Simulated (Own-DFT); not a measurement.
## Calculated data, TiO2 (rutile, atoms displaced)

All values are calculated (Own-DFT development build). A calculation, not a measurement: plane-wave PBE density functional theory by an unreviewed code, no spin, of a simulated periodic cell, stress positive in tension, free energy of the whole cell less one offset for each atom, oxygen file: force components 24 meV/angstrom off all-electron in one glass; forces on such cells passed a denser k mesh, this cell's mesh not checked; offsets are fitted by least squares, one for each functional and potential file, so energies compare only between cells with the same atoms and settings and are not formation energies; the far tail of each file's local potential was reset to the Coulomb form; each entry is a single point on an unrelaxed cell, so the pressure reflects the starting lattice, mostly measured values (interpolated for alloys), from which strain is counted, and rises with the displacements; printed positions are rounded, which can move forces by about a meV/angstrom; the program, named Own-DFT, is a retired in-house code; no spin-orbit coupling; before rounding, a Quantum ESPRESSO 7.3.1 run of the same cell and cutoff gave forces within 1 meV/angstrom rms on each cell, which checks the program and not the settings.

Settings shared by all entries: functional PBE; potential files PseudoDojo norm-conserving, scalar-relativistic, standard set; wave cutoff 72 hartree; occupations Fermi-Dirac; smearing width 0.1 eV; k mesh 3 x 3 x 3 centred on Gamma.

(1) 
```xyz
72
Lattice="9.1874 0.0000 0.0000 0.0000 9.1874 0.0000 0.0000 0.0000 8.8761" Properties=species:S:1:pos:R:3:force_x:R:1:force_y:R:1:force_z:R:1 formula=TiO2 free_energy_of_cell_above_offsets=-19.554 pressure=4.86 stress_xx=-5.07 stress_yy=-5.14 stress_zz=-4.37 stress_yz=-0.12 stress_xz=-0.12 stress_xy=-0.05
Ti     9.1598     9.1805     8.8693      0.695       0.33      0.039
Ti     2.2861     2.2990     1.4797     -0.117     -0.473     -0.412
O      1.4230     1.3634     0.0027       0.02      0.516      0.048
O      3.2154     3.2129     0.0214     -0.381     -0.295     -0.114
O      3.6936     0.8660     1.4618       0.07      0.298      0.666
O      0.8851     3.7328     1.4424      0.353     -0.615      0.062
Ti     0.0239     9.1310     2.9593       0.01      0.337     -0.479
Ti     2.3286     2.2870     4.4694     -0.433      -0.24     -0.911
O      1.3943     1.3798     2.9846      0.135      0.295     -0.195
O      3.2025     3.1658     2.9333      0.297      0.349      0.274
O      3.7026     0.8988     4.4385      0.245     -0.176     -0.034
O      0.9348     3.7000     4.4385     -0.235      0.019      0.164
Ti     9.1839     9.1527     5.8802      -0.12      0.201      0.466
Ti     2.3027     2.2714     7.3526     -0.185     -0.128      1.202
O      1.4176     1.4022     5.9106      -0.29     -0.135     -0.068
O      3.1906     3.1629     5.9140       0.55      0.557      0.136
O      3.6589     0.9043     7.4283      0.497     -0.186     -0.583
O      0.8807     3.6817     7.3885      0.009      0.087      0.264
Ti     0.0051     4.5961     8.8612     -0.006     -0.041      0.516
Ti     2.2939     6.8686     1.4586      0.632      0.233      0.424
O      1.4343     5.9894     0.0125     -0.782     -0.412     -0.446
O      3.1779     7.8407     0.0046      -0.07     -0.543      -0.12
O      3.7089     5.4915     1.4793     -0.048      0.058      0.221
O      0.9199     8.2784     1.4862     -0.394      0.154     -0.082
Ti     0.0164     4.5732     2.9599      0.323      0.684      0.144
Ti     2.3047     6.9108     4.4359      0.164     -0.244       -0.3
O      1.4058     5.9995     2.9675     -0.349     -0.451     -0.129
O      3.1842     7.7486     2.9645      0.641      0.728       0.09
O      3.6756     5.4826     4.4569      0.404     -0.471     -0.005
O      0.8944     8.2617     4.4473     -0.063      0.277      0.072
Ti     0.0026     4.5671     5.9188      0.246      0.116       -0.7
Ti     2.2750     6.8738     7.3870      0.301      0.675     -0.092
O      1.3959     5.9984     5.9377     -0.428     -0.361      0.031
O      3.1869     7.7477     5.8850      0.469      0.678      0.465
O      3.6689     5.4962     7.3855      0.366     -0.234     -0.113
O      0.9216     8.3375     7.3658     -0.041     -0.454       0.17
Ti     4.6042     0.0229     8.8575      -0.24     -0.654      0.231
Ti     6.9218     2.3112     1.5000      -0.07     -0.087     -0.543
O      5.9875     1.3799     8.8626      0.332      0.511       0.08
O      7.7467     3.2390     8.8735      0.174     -0.113     -0.116
O      8.2839     0.9005     1.4617     -0.008      0.156      0.182
O      5.4985     3.7431     1.4936      0.317     -0.486      0.107
Ti     4.6145     0.0117     2.9465     -0.413     -0.622     -0.223
Ti     6.8702     2.2926     4.4242      0.659     -0.228      0.341
O      6.0187     1.4098     2.9596     -0.472     -0.191     -0.023
O      7.7921     3.1930     2.9404      0.014     -0.125      0.334
O      8.2572     0.8404     4.4228     -0.022      0.614      0.212
O      5.5076     3.7123     4.4434      0.012     -0.137      0.108
Ti     4.6264     0.0171     5.9301      -0.13     -0.858     -0.039
Ti     6.8985     2.2837     7.4064      0.131     -0.083      0.172
O      5.9876     1.3876     5.8976      0.031      0.221      0.161
O      7.7717     3.2079     5.9185     -0.032     -0.228     -0.096
O      8.3019     0.9032     7.4159     -0.344      0.405     -0.322
O      5.4612     3.6860     7.4187      0.281     -0.104     -0.557
Ti     4.5980     4.5844     8.8546     -0.409      0.074       0.84
Ti     6.8794     6.8787     1.4673     -0.088     -0.018      0.381
O      5.9922     6.0130     8.8727      0.347      0.018      0.003
O      7.7894     7.8352     0.0077     -0.062     -0.643     -0.104
O      8.3020     5.4781     1.5368     -0.222      0.331     -0.766
O      5.5141     8.2782     1.4838      -0.14      0.274       0.27
Ti     4.5885     4.5564     2.9967     -0.332      0.515     -1.202
Ti     6.8995     6.8808     4.4342      0.018      0.026     -0.262
O      6.0176     6.0402     2.9585     -0.378     -0.483      0.149
O      7.8284     7.7947     2.9857     -0.311     -0.225     -0.252
O      8.2923     5.4902     4.4316      0.062     -0.186      0.181
O      5.5067     8.2641     4.4670     -0.336      0.575     -0.164
Ti     4.5975     4.6167     5.9198     -0.012      0.508      0.348
Ti     6.9640     6.8709     7.4046     -0.756      0.356     -0.118
O      5.9880     6.0314     5.9288     -0.147     -0.513      0.097
O      7.8049     7.8007     5.9449      0.026     -0.096     -0.044
O      8.2720     5.4800     7.3646      0.211      0.093      0.379
O      5.4974     8.2827     7.4148     -0.176      0.265      -0.42
```

Units: free_energy_of_cell_above_offsets in eV; pressure, stress_xx, stress_yy, stress_zz, stress_yz, stress_xz, stress_xy in GPa; force_x, force_y, force_z in eV/Å.

(2) 
```xyz
72
Lattice="9.1874 0.0000 0.0000 0.0000 9.1874 0.0000 0.0000 0.0000 8.8761" Properties=species:S:1:pos:R:3:force_x:R:1:force_y:R:1:force_z:R:1 formula=TiO2 free_energy_of_cell_above_offsets=-19.622 pressure=4.8 stress_xx=-5.01 stress_yy=-5.02 stress_zz=-4.39 stress_yz=0.14 stress_xz=0.18 stress_xy=0.02
Ti     0.0075     0.0154     0.0201     -0.187     -0.539     -0.877
Ti     2.3319     2.3007     1.4744     -0.044     -0.158      1.119
O      1.3956     1.4100     8.8419      0.275       0.19      0.348
O      3.2297     3.1779     0.0571     -0.144      0.172     -0.502
O      3.7032     0.9056     1.4763     -0.131     -0.104     -0.032
O      0.8746     3.6909     1.5055      0.165     -0.121     -0.431
Ti     9.1731     9.1824     2.9416      0.534      0.188      0.488
Ti     2.2695     2.2911     4.4689     -0.127      0.153     -0.406
O      1.3992     1.3873     2.9751     -0.196     -0.094     -0.399
O      3.2065     3.1997     2.9683     -0.244     -0.017     -0.394
O      3.6988     0.9230     4.4263      0.136     -0.252      0.018
O      0.8709     3.7145     4.4456      0.144     -0.221     -0.308
Ti     0.0054     9.1686     5.9052      0.082      0.048       0.38
Ti     2.3491     2.2867     7.4322     -0.437      0.045     -0.741
O      1.4082     1.4343     5.9096     -0.153     -0.459       0.38
O      3.1739     3.2059     5.8773      0.652      0.304      0.562
O      3.7175     0.8839     7.3902     -0.218      0.282      0.166
O      0.9377     3.6819     7.3576     -0.305      0.381      0.689
Ti     0.0083     4.5487     0.0202     -0.189      0.209     -0.634
Ti     2.3062     6.8741     1.4532     -0.111      0.097      0.649
O      1.3996     5.9873     8.8672      0.029     -0.225     -0.139
O      3.2099     7.7839     0.0097     -0.191     -0.273     -0.244
O      3.7343     5.4849     1.4860     -0.548      0.444     -0.249
O      0.9192     8.2736     1.4400     -0.191      0.169      0.469
Ti     0.0071     4.6050     2.9548      0.144      0.269      0.491
Ti     2.3218     6.9297     4.4200      -0.13     -0.085      -0.06
O      1.3977     5.9818     3.0045     -0.132     -0.028     -0.773
O      3.1575     7.7768     2.9458      0.559      0.447     -0.361
O      3.6490     5.5065     4.4470      0.898     -0.461      0.167
O      0.9027     8.3062     4.4559     -0.188      0.118     -0.291
Ti     0.0174     4.6406     5.9090      0.182     -0.233      0.193
Ti     2.3052     6.8602     7.3925     -0.356      0.582     -0.537
O      1.4106     5.9827     5.8545     -0.012      0.163      1.001
O      3.1841     7.8024     5.8927      0.127     -0.018      0.648
O      3.7106     5.4681     7.3979     -0.328      0.284      -0.06
O      0.9045     8.3041     7.3923      0.281     -0.394      0.013
Ti     4.6014     9.1863     0.0174      0.532     -0.029     -0.572
Ti     6.9103     2.3171     1.5064     -0.682      0.162     -0.091
O      5.9940     1.4058     0.0042     -0.059     -0.182      0.053
O      7.7625     3.1768     0.0054      0.623      0.526      0.102
O      8.2979     0.8749     1.4662      -0.17      0.317      0.417
O      5.4826     3.7037     1.5118      0.388     -0.172     -0.294
Ti     4.6173     0.0232     2.9595      -0.17      0.027      0.225
Ti     6.8986     2.2992     4.4684       0.14      0.156     -0.126
O      5.9985     1.3780     2.9535      0.099      0.043     -0.093
O      7.7812     3.2126     2.9879     -0.036     -0.219     -0.344
O      8.2786     0.8933     4.4630      0.056     -0.171     -0.501
O      5.5067     3.7011     4.4135     -0.225      0.189      0.457
Ti     4.6071     0.0163     5.8924     -0.114     -0.293      0.347
Ti     6.9137     2.2945     7.3889      0.074     -0.344      0.183
O      5.9878     1.4108     5.9182     -0.071       -0.1      0.083
O      7.8141     3.1734     5.8896     -0.273      0.088      0.249
O      8.3155     0.9293     7.4007     -0.207     -0.106     -0.054
O      5.4963     3.6781     7.4140     -0.199      0.281       -0.3
Ti     4.5997     4.6150     0.0033      0.821     -0.066      0.581
Ti     6.8995     6.9110     1.4768      0.165     -0.097     -0.853
O      6.0118     6.0158     8.8500     -0.477      -0.59      0.469
O      7.7897     7.7844     0.0085      0.169      0.221      0.009
O      8.2928     5.5197     1.4773      0.216     -0.434     -0.223
O      5.4962     8.2846     1.4831      -0.11      0.093      0.079
Ti     4.5869     4.6267     2.9879     -0.103     -0.463      -0.06
Ti     6.9054     6.8776     4.4159      0.008     -0.034      0.208
O      6.0020     6.0072     2.9649     -0.177     -0.039      0.045
O      7.8149     7.7558     2.9834      0.104      0.506     -0.253
O      8.2900     5.5250     4.4490     -0.125     -0.159     -0.151
O      5.4622     8.3104     4.4404        0.4     -0.343     -0.175
Ti     4.6008     4.5844     5.9333     -0.029     -0.316     -0.497
Ti     6.8805     6.8647     7.3474      0.198      0.416      0.755
O      6.0015     6.0012     5.9060     -0.513     -0.502     -0.187
O      7.7949     7.7625     5.9231      0.214      0.465     -0.227
O      8.2791     5.4771     7.3778      0.294     -0.289      0.415
O      5.5022     8.2469     7.3903     -0.411      0.597     -0.016
```

Units: free_energy_of_cell_above_offsets in eV; pressure, stress_xx, stress_yy, stress_zz, stress_yz, stress_xz, stress_xy in GPa; force_x, force_y, force_z in eV/Å.

(3) 
```xyz
72
Lattice="9.1874 0.0000 0.0000 0.0000 9.1874 0.0000 0.0000 0.0000 8.8761" Properties=species:S:1:pos:R:3:force_x:R:1:force_y:R:1:force_z:R:1 formula=TiO2 free_energy_of_cell_above_offsets=-19.633 pressure=4.84 stress_xx=-5.1 stress_yy=-5.09 stress_zz=-4.31 stress_yz=0.07 stress_xz=0.07 stress_xy=0
Ti     0.0096     9.1724     0.0085      0.197      0.505     -0.064
Ti     2.3011     2.2815     1.4914     -0.161      0.093      -0.51
O      1.4235     1.4241     8.8443      -0.59     -0.631       0.14
O      3.1717     3.2078     0.0383      0.535      0.162     -0.468
O      3.6812     0.9054     1.4864      0.291     -0.234     -0.099
O      0.9090     3.6641     1.4658      -0.65       0.57       0.11
Ti     9.1873     9.1754     2.9622      -0.12      0.151     -0.238
Ti     2.2908     2.2705     4.4188      0.403      0.112      0.129
O      1.4012     1.3895     2.9576     -0.184     -0.156       0.37
O      3.1466     3.1730     2.9288      0.729      0.483      0.648
O      3.6905     0.8819     4.4408     -0.169      0.286     -0.021
O      0.9149     3.6980     4.4330     -0.279       0.07      0.153
Ti     0.0048     0.0384     5.9144     -0.314     -0.585      0.283
Ti     2.2878     2.2909     7.3873      0.106      0.405      0.293
O      1.3700     1.3845     5.9476      0.413      0.489     -0.364
O      3.2046     3.1984     5.9390     -0.296     -0.412     -0.309
O      3.6965     0.8832     7.4006     -0.196      0.247       -0.1
O      0.9238     3.7248     7.4015     -0.368     -0.046     -0.253
Ti     9.1770     4.5543     0.0069      0.474      0.173      0.537
Ti     2.2997     6.8839     1.5100     -0.037     -0.017     -0.926
O      1.4221     5.9880     8.8454     -0.428     -0.119       0.34
O      3.1549     7.7874     0.0272      0.444      0.295     -0.217
O      3.7028     5.5020     1.4615      0.139      -0.11      0.264
O      0.8807     8.3100     1.4765      0.423     -0.452      0.031
Ti     0.0050     4.5988     2.9939     -0.179     -0.296     -0.689
Ti     2.2841     6.8978     4.4316       0.22     -0.158      0.573
O      1.3822     5.9779     2.9580      0.116      0.174      0.041
O      3.1940     7.7816     2.9576     -0.073     -0.055       -0.1
O      3.7118     5.4520     4.4328     -0.366       0.28      -0.23
O      0.9245     8.3019     4.4558     -0.095     -0.104     -0.204
Ti     9.1616     4.5995     5.9186      0.341     -0.097      0.158
Ti     2.2955     6.8833     7.3982     -0.238       0.12      0.337
O      1.4101     5.9947     5.8986     -0.301     -0.178      0.028
O      3.1879     7.7928     5.8959      0.219     -0.014      0.126
O      3.6716     5.4846     7.4099      0.331      0.012      0.167
O      0.8986     8.3208     7.4012      0.055     -0.336     -0.015
Ti     4.5867     0.0310     0.0012     -0.182      0.007      0.602
Ti     6.8644     2.3207     1.4935      0.326     -0.411      0.116
O      6.0143     1.3875     8.8575     -0.238     -0.017       0.27
O      7.7866     3.1913     0.0140      0.121      0.193     -0.079
O      8.2961     0.8875     1.5006     -0.136      0.277     -0.231
O      5.4955     3.6821     1.4836     -0.142      0.067     -0.078
Ti     4.5885     9.1777     2.9775      0.118      0.163      0.185
Ti     6.9026     2.2616     4.4399     -0.475      0.334     -0.085
O      5.9993     1.3895     2.9764     -0.223     -0.107     -0.342
O      7.7688     3.2068     2.9717      0.242      0.012     -0.245
O      8.2789     0.8809     4.4201      0.169      0.041      0.127
O      5.5466     3.7090     4.4841     -0.525     -0.055     -0.598
Ti     4.6023     9.1673     5.9734     -0.121      0.161     -0.929
Ti     6.9104     2.2965     7.3877     -0.112     -0.235     -0.005
O      6.0019     1.4137     5.9297     -0.355     -0.457      0.017
O      7.7796     3.1518     5.8962      0.813       0.71      0.347
O      8.2966     0.9051     7.3972     -0.139      0.008      0.163
O      5.4996     3.6869     7.3951      -0.05      0.049      0.366
Ti     4.5831     4.5883     8.8737     -0.434     -0.342      -0.01
Ti     6.8935     6.9150     1.4679      0.004     -0.223      0.592
O      6.0217     5.9497     8.8618     -0.081      0.331      0.039
O      7.7967     7.7626     0.0317     -0.138      0.127     -0.464
O      8.3043     5.4968     1.4885     -0.103       0.01     -0.064
O      5.4648     8.3037     1.4608      0.357     -0.426      0.044
Ti     4.6066     4.5952     2.9574     -0.008      0.041      1.005
Ti     6.8808     6.8848     4.4336     -0.138      0.371      0.434
O      5.9804     5.9914     2.9852      0.034     -0.014     -0.513
O      7.7802     7.8164     2.9363     -0.204     -0.448      0.117
O      8.2549     5.5014     4.4469      0.505     -0.369     -0.049
O      5.4785     8.2711     4.4264      0.021       0.12      0.125
Ti     4.6000     4.5848     5.9594     -0.091     -0.252         -1
Ti     6.8847     6.8647     7.4243      0.218      0.088     -0.932
O      5.9637     5.9587     5.9086      0.566      0.828      0.422
O      7.7870     7.8029     5.9016     -0.321     -0.318      0.284
O      8.2920     5.5044     7.3651     -0.128     -0.057      0.146
O      5.4889     8.3353     7.3914      0.457     -0.833      0.303
```

Units: free_energy_of_cell_above_offsets in eV; pressure, stress_xx, stress_yy, stress_zz, stress_yz, stress_xz, stress_xy in GPa; force_x, force_y, force_z in eV/Å.
